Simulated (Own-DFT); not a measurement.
# What a defect does to the pressure of its cell: C11b WSi2

Source: density functional calculations with Own-DFT, an unreviewed in-house program that is no longer used. Nothing was measured or relaxed, and spin and spin-orbit coupling are left out.

Method: PBE; PseudoDojo norm-conserving scalar-relativistic files; cutoff 50 hartree; 5 x 5 x 5 k mesh centred on Gamma; cold (Marzari-Vanderbilt) smearing of 0.2 eV.

Keep in mind: forces on such cells failed a check on a denser k mesh; stress not checked against mesh or cutoff.

All runs share one cell, with vectors in Å (-2.148, -5.953, 3.409); (-6.444, 2.976, 1.136); (-2.553, -2.948, -6.757) and a volume of 403.2 Å³. Atoms were moved at random from their sites; u is the rms move along one axis. The defect's site can differ from row to row.

```
              cell  formula   u (Å)  P (GPa)
         no defect  Si20W10  0.0224     4.50
         no defect  Si20W10  0.0390     5.55
         no defect  Si20W10  0.0545     5.97
     one W vacancy   Si20W9  0.0282     3.76
     one W vacancy   Si20W9  0.0303     3.69
     one W vacancy   Si20W9  0.0491     4.68
one Si on a W site   Si21W9  0.0271        ?
one Si on a W site   Si21W9  0.0316     6.08
one Si on a W site   Si21W9  0.0465     6.70
one Si on a W site   Si21W9  0.0528     7.53
    one Si vacancy  Si19W10  0.0305     2.96
    one Si vacancy  Si19W10  0.0489     4.45
    one Si vacancy  Si19W10  0.0536     4.11
one W on a Si site  Si19W11  0.0284    10.15
one W on a Si site  Si19W11  0.0299     9.77
one W on a Si site  Si19W11  0.0554    11.22
```

## Working it out

P = P0 + c u² + a shift for each defect gives P0 = 4.30 GPa, c = 625 ± 76 GPa/Å² and a scatter of 0.26 GPa. The shifts, and each times the cell's volume:

- one W on a Si site: 5.09 ± 0.21 GPa, 12.8 eV
- one Si on a W site: 1.23 ± 0.21 GPa, 3.1 eV
- one W vacancy: -1.12 ± 0.21 GPa, -2.8 eV
- one Si vacancy: -1.75 ± 0.21 GPa, -4.4 eV

Positive is outwards. The product with the volume (160.2 GPa Å³ to the eV) is nearly free of the cell's size; divided by the bulk modulus at the cell's pressure it gives the volume that the defect adds. The atoms around the defects weren't relaxed, which would change these numbers.

## Test on the hidden row

Q: what pressure belongs in the blank (one Si on a W site, u = 0.0271 Å)?

The fitted form gives 5.99 ± 0.31 GPa. The run itself gave 6.11 GPa.
